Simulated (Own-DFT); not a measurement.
# Misfit strain and the stress it brings: wurtzite GaN, 72 atoms (Ga36N36)

Everything here is calculated. The program is Own-DFT (plane waves, in-house, since retired, never reviewed by a person); positions were held fixed, and spin and spin-orbit coupling were off.

Common settings: PBE; PseudoDojo norm-conserving scalar-relativistic files; cutoff 42 hartree; 4 x 4 x 3 k mesh centred on Gamma; Fermi-Dirac smearing of 0.1 eV.

Caveats: forces not confirmed at this smearing and k mesh; stress not checked against mesh or cutoff.

Unstrained cell vectors in Å: (9.567, 0.000, 0.000); (-4.784, 8.285, 0.000); (0.000, 0.000, 10.370). The unstrained cell has measured lattice constants (interpolated for alloys), not those of this functional. That, the random moves and any unrelaxed bonds set the pressure at no strain. Each run strains x and y alike by e, as a substrate would, and holds the height along z. Random moves of width 0.05 Å per axis were added to every atom. Stress is positive in tension.

| e (%) | u (Å) | (s_xx + s_yy)/2 (GPa) | s_zz (GPa) |
|---|---|---|---|
| -3.00 | 0.050 | -26.05 | -13.37 |
| -1.75 | 0.051 | -18.43 | -10.25 |
| -1.25 | 0.056 | -14.07 | -11.91 |
| -0.75 | 0.048 | -10.77 | -8.65 |
| 0.25 | 0.048 | ? | ? |
| 0.50 | 0.050 | -5.09 | -7.79 |
| 0.75 | 0.052 | -3.85 | -7.27 |
| 1.50 | 0.049 | -0.27 | -4.95 |
| 2.50 | 0.051 | 4.08 | -4.20 |
| 2.75 | 0.045 | 5.49 | -5.19 |

## Working it out

With e as a fraction, the in-plane stress is -7.4 + 536 e - 2842 e² GPa (errors 10 and 592, scatter 0.55), and s_zz is -8.4 + 156 e GPa (slope ± 18, scatter 0.98). At e = 0 the first slope is C11 + C12 and the second 2 C13, both with the ions held to the strained lattice and at the cell's own pressure. The term in e² is negative: the layer stiffens under compression and softens under tension. A free layer would change its height as e changes, and the in-plane slope would drop by 2 C13²/C33 to the biaxial modulus. At fixed height, a misfit of 1 % moves the in-plane stress by about 5.4 GPa and s_zz by 1.6 GPa.

## Test on the hidden row

Q: what are the two stresses at e = 0.25 %?

From the fit: -6.1 and -8.0 GPa. The hidden result is -6.00 and -7.53 GPa.
